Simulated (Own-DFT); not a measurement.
SiC (twinned 3C silicon carbide, strained, atoms displaced) (calculated)

A calculation, not a measurement: plane-wave PBE density functional theory by an unreviewed code, no spin, of a simulated periodic cell, stress positive in tension, free energy of the whole cell less one offset for each atom, forces on such cells passed a denser k mesh, this cell's mesh not checked; offsets are fitted by least squares, one for each functional and potential file, so energies compare only between cells with the same atoms and settings and are not formation energies; the far tail of each file's local potential was reset to the Coulomb form; each entry is a single point on an unrelaxed cell, so the pressure reflects the starting lattice, mostly measured values (interpolated for alloys), from which strain is counted, and rises with the displacements; printed positions are rounded, which can move forces by about a meV/angstrom; the program, named Own-DFT, is a retired in-house code; no spin-orbit coupling. Program: Own-DFT development build.

```cif
# cell vector a (Å): 6.5633 -6.5946 -0.1026
# cell vector b (Å): -0.0929 6.3991 -6.4079
# cell vector c (Å): 8.4068 8.5854 8.7210
data_SiC
_symmetry_space_group_name_H-M 'P 1'
_symmetry_Int_Tables_number 1
_cell_length_a 9.3046
_cell_length_b 9.0564
_cell_length_c 14.8472
_cell_angle_alpha 90.735
_cell_angle_beta 90.969
_cell_angle_gamma 120.015
_cell_volume 1082.86
loop_
_atom_site_label
_atom_site_type_symbol
_atom_site_fract_x
_atom_site_fract_y
_atom_site_fract_z
_atom_site_occupancy
Si1 Si 0.00437 0.00692 0.44534 1
C1 C 0.98462 0.99400 0.06386 1
Si2 Si 0.10827 0.22396 0.09683 1
C2 C 0.11270 0.21916 0.23194 1
Si3 Si 0.21816 0.10817 0.26614 1
C3 C 0.21901 0.10758 0.39566 1
Si4 Si 0.00145 0.31969 0.44112 1
C4 C 0.99233 0.32713 0.06199 1
Si5 Si 0.11730 0.55578 0.10165 1
C5 C 0.12018 0.56248 0.23604 1
Si6 Si 0.22581 0.43090 0.27009 1
C6 C 0.22287 0.44733 0.39100 1
Si7 Si 0.00148 0.67081 0.43666 1
C7 C 0.00086 0.66696 0.06456 1
Si8 Si 0.11428 0.89729 0.10414 1
C8 C 0.10819 0.87423 0.22370 1
Si9 Si 0.23670 0.78709 0.27319 1
C9 C 0.22298 0.77739 0.39236 1
Si10 Si 0.33409 0.99083 0.43646 1
C10 C 0.33352 0.00562 0.05854 1
Si11 Si 0.42588 0.20765 0.10939 1
C11 C 0.45068 0.23776 0.22883 1
Si12 Si 0.55190 0.11799 0.27388 1
C12 C 0.55169 0.10932 0.39043 1
Si13 Si 0.33600 0.33487 0.43236 1
C13 C 0.33282 0.33039 0.06386 1
Si14 Si 0.45065 0.55861 0.10408 1
C14 C 0.43837 0.56023 0.22498 1
Si15 Si 0.55473 0.45000 0.26835 1
C15 C 0.55824 0.45559 0.40288 1
Si16 Si 0.32357 0.67244 0.43751 1
C16 C 0.33574 0.65221 0.06497 1
Si17 Si 0.45165 0.88975 0.10279 1
C17 C 0.43897 0.88999 0.23125 1
Si18 Si 0.55442 0.78141 0.26828 1
C18 C 0.56706 0.77884 0.39738 1
Si19 Si 0.66208 0.99817 0.43787 1
C19 C 0.66130 0.98427 0.06346 1
Si20 Si 0.77481 0.21295 0.09875 1
C20 C 0.78662 0.22390 0.22100 1
Si21 Si 0.88424 0.11384 0.26902 1
C21 C 0.88946 0.11359 0.40334 1
Si22 Si 0.67104 0.33082 0.44260 1
C22 C 0.65511 0.33004 0.06388 1
Si23 Si 0.77604 0.55069 0.09828 1
C23 C 0.76615 0.55059 0.23024 1
Si24 Si 0.88595 0.44535 0.27428 1
C24 C 0.87817 0.43849 0.39477 1
Si25 Si 0.67080 0.67424 0.43386 1
C25 C 0.65983 0.66242 0.06567 1
Si26 Si 0.78058 0.88634 0.10767 1
C26 C 0.78022 0.88941 0.22735 1
Si27 Si 0.88802 0.77328 0.27226 1
C27 C 0.89054 0.77229 0.39785 1
Si28 Si 0.99373 0.99276 0.94394 1
C28 C 0.01585 0.00482 0.55836 1
Si29 Si 0.88269 0.77019 0.60611 1
C29 C 0.87185 0.77055 0.73778 1
Si30 Si 0.78354 0.89348 0.77516 1
C30 C 0.77410 0.88035 0.89776 1
Si31 Si 0.99966 0.66440 0.93500 1
C31 C 0.00473 0.67457 0.56328 1
Si32 Si 0.88559 0.44326 0.60581 1
C32 C 0.88927 0.44843 0.73107 1
Si33 Si 0.78269 0.55720 0.77355 1
C33 C 0.76773 0.55191 0.88889 1
Si34 Si 0.99069 0.31542 0.93321 1
C34 C 0.00053 0.32914 0.56132 1
Si35 Si 0.89637 0.10714 0.60361 1
C35 C 0.88951 0.11732 0.73287 1
Si36 Si 0.78799 0.23175 0.77310 1
C36 C 0.77472 0.21755 0.89620 1
Si37 Si 0.66424 0.99740 0.93686 1
C37 C 0.66491 0.99672 0.56641 1
Si38 Si 0.55220 0.77685 0.61109 1
C38 C 0.55341 0.77232 0.72382 1
Si39 Si 0.44005 0.88322 0.77510 1
C39 C 0.44579 0.89092 0.89600 1
Si40 Si 0.66490 0.66419 0.93954 1
C40 C 0.66873 0.66718 0.55813 1
Si41 Si 0.54260 0.43465 0.60064 1
C41 C 0.55561 0.43356 0.72842 1
Si42 Si 0.46347 0.56707 0.77124 1
C42 C 0.44387 0.55512 0.89288 1
Si43 Si 0.66611 0.33376 0.94214 1
C43 C 0.66848 0.34228 0.57104 1
Si44 Si 0.56414 0.12097 0.60634 1
C44 C 0.55916 0.10550 0.73253 1
Si45 Si 0.44071 0.22077 0.77415 1
C45 C 0.44849 0.23218 0.90096 1
Si46 Si 0.33090 0.99276 0.93570 1
C46 C 0.33517 0.00289 0.56886 1
Si47 Si 0.21174 0.77628 0.60637 1
C47 C 0.22239 0.78472 0.72393 1
Si48 Si 0.11705 0.89503 0.77872 1
C48 C 0.11783 0.89211 0.89166 1
Si49 Si 0.32163 0.66660 0.93492 1
C49 C 0.33327 0.66180 0.56374 1
Si50 Si 0.21877 0.44164 0.60272 1
C50 C 0.21431 0.44867 0.72423 1
Si51 Si 0.10583 0.55481 0.77072 1
C51 C 0.12287 0.57086 0.89997 1
Si52 Si 0.31624 0.31928 0.93380 1
C52 C 0.33422 0.33480 0.56533 1
Si53 Si 0.22073 0.10669 0.60552 1
C53 C 0.21614 0.10759 0.72760 1
Si54 Si 0.11472 0.22157 0.76482 1
C54 C 0.11286 0.21462 0.89653 1
_calc_functional 'PBE'
_calc_potential_files 'PseudoDojo norm-conserving, scalar-relativistic, standard set'
_calc_wave_cutoff 42  # hartree
_calc_occupations 'Fermi-Dirac'
_calc_smearing_width 0.1  # eV
_calc_hardware 'one NVIDIA H200'
_calc_k_mesh '4 x 4 x 2 centred on Gamma'
_calc_free_energy_of_cell_above_offsets '-3.898'  # eV
_calc_pressure 13.6  # GPa
_calc_stress_xx -15.39  # GPa
_calc_stress_yy -12.61  # GPa
_calc_stress_zz -12.8  # GPa
_calc_stress_yz 2.96  # GPa
_calc_stress_xz -3  # GPa
_calc_stress_xy -8.13  # GPa
_calc_wall_time 534.3  # s
```

Force:
```tsv
element	x (eV/Å)	y (eV/Å)	z (eV/Å)
Si	-3.362	-3.89	-2.089
C	2.283	-1.302	-0.416
Si	1.993	0.975	1.274
C	-3.085	-1.071	-0.031
Si	1.229	-0.05	1.532
C	0.1	-0.928	-0.164
Si	0.164	1.701	-4.662
C	-0.429	-0.655	-1.039
Si	0.67	1.74	1.377
C	-2.077	-1.427	0.49
Si	-0.325	2.78	-3.106
C	0.961	0.872	1.889
Si	-0.139	-0.893	1.315
C	-1.054	-0.757	-0.871
Si	-1.209	-1.343	0.834
C	1.662	2.363	-0.419
Si	-3.53	-0.492	0.701
C	-0.201	1.857	0.83
Si	0.907	2.984	-1.338
C	-0.453	-1.138	3.28
Si	1.576	-0.509	-4.149
C	-1.481	-0.598	3.576
Si	-0.88	-2.904	-2.224
C	2.354	1.862	2.117
Si	0.907	1.401	0.535
C	-1.493	0.244	-0.02
Si	-0.976	-0.844	1.649
C	1.628	-0.469	1.458
Si	1.392	2.275	-0.329
C	-1.974	-3.234	0.97
Si	2.35	-3.128	1.767
C	-1.787	1.803	-3.24
Si	-1.593	1.21	1.528
C	1.367	-1.312	-2.246
Si	1.122	0.182	0.621
C	-3.476	1.791	-1.705
Si	1.292	-0.091	0.023
C	0.116	0.145	-1.734
Si	-0.079	1.545	-0.626
C	-0.343	2.891	1.222
Si	2.021	-0.658	0.898
C	-3.223	-2.526	1.067
Si	-1.242	1.347	-1.15
C	0.401	-1.379	1.465
Si	1.688	1.84	0.791
C	0.797	-1.585	-1.014
Si	-0.422	-1.799	-1.632
C	2.652	-0.131	0.941
Si	1.959	-0.116	1.374
C	0.896	-1.823	-1.049
Si	-1.758	0.023	0.419
C	0.629	1.226	1.271
Si	-0.013	-0.218	-0.579
C	-0.199	1.173	-2.129
Si	-1.165	-1.88	-1.491
C	0.542	3.86	4.258
Si	0.292	0.788	-0.683
C	1.668	-2.931	-2.971
Si	-2.016	0.76	-0.498
C	0.577	1.073	-1.05
Si	-0.207	1.457	0.198
C	-1.59	-0.214	1.543
Si	1.029	-0.927	-0.98
C	0.345	-0.263	-0.075
Si	-3.523	-0.875	-0.139
C	3.968	1.366	2.57
Si	2.449	1.313	-1.367
C	0.331	1.746	0.591
Si	-0.866	1.141	0.226
C	0.103	-1.933	0.26
Si	-2.535	0.256	0.933
C	0.238	0.685	-0.215
Si	0.29	-0.56	0.951
C	0.225	-0.173	-1.241
Si	-2.831	-3.752	-2.928
C	4.076	3.739	1.471
Si	-1.161	-1.838	-2.113
C	0.095	0.267	1.026
Si	-1.234	0.163	0.74
C	0.579	1.687	1.1
Si	2.939	1.236	-1.476
C	0.193	0.978	-1.509
Si	-2.832	-0.742	2.077
C	-0.076	1.364	0.848
Si	-1.12	-0.416	-0.782
C	-1.173	-2.481	-0.2
Si	-0.466	-0.016	2.29
C	0.218	1.084	-0.629
Si	0.415	-1.229	0.121
C	-1.909	-1.713	1.235
Si	1.107	1.118	-2.195
C	-0.436	-2.04	-0.902
Si	1.588	-2.732	-1.643
C	1.82	2.113	3.131
Si	-4.519	-2.841	-2.255
C	1.628	3.414	3.559
Si	5.593	-2.58	0.565
C	-0.845	1.42	-1.171
Si	0.4	-0.295	-0.538
C	2.328	-0.282	1.599
Si	1.31	-0.334	-1.266
C	-5.921	-0.831	2.176
Si	4.95	0.208	-1.756
C	-2.635	-0.426	0.487
Si	1.219	-0.541	-1.649
C	1.369	-0.006	0.513
Si	0.376	1.97	-0.242
C	-3.508	0.685	0.25
```
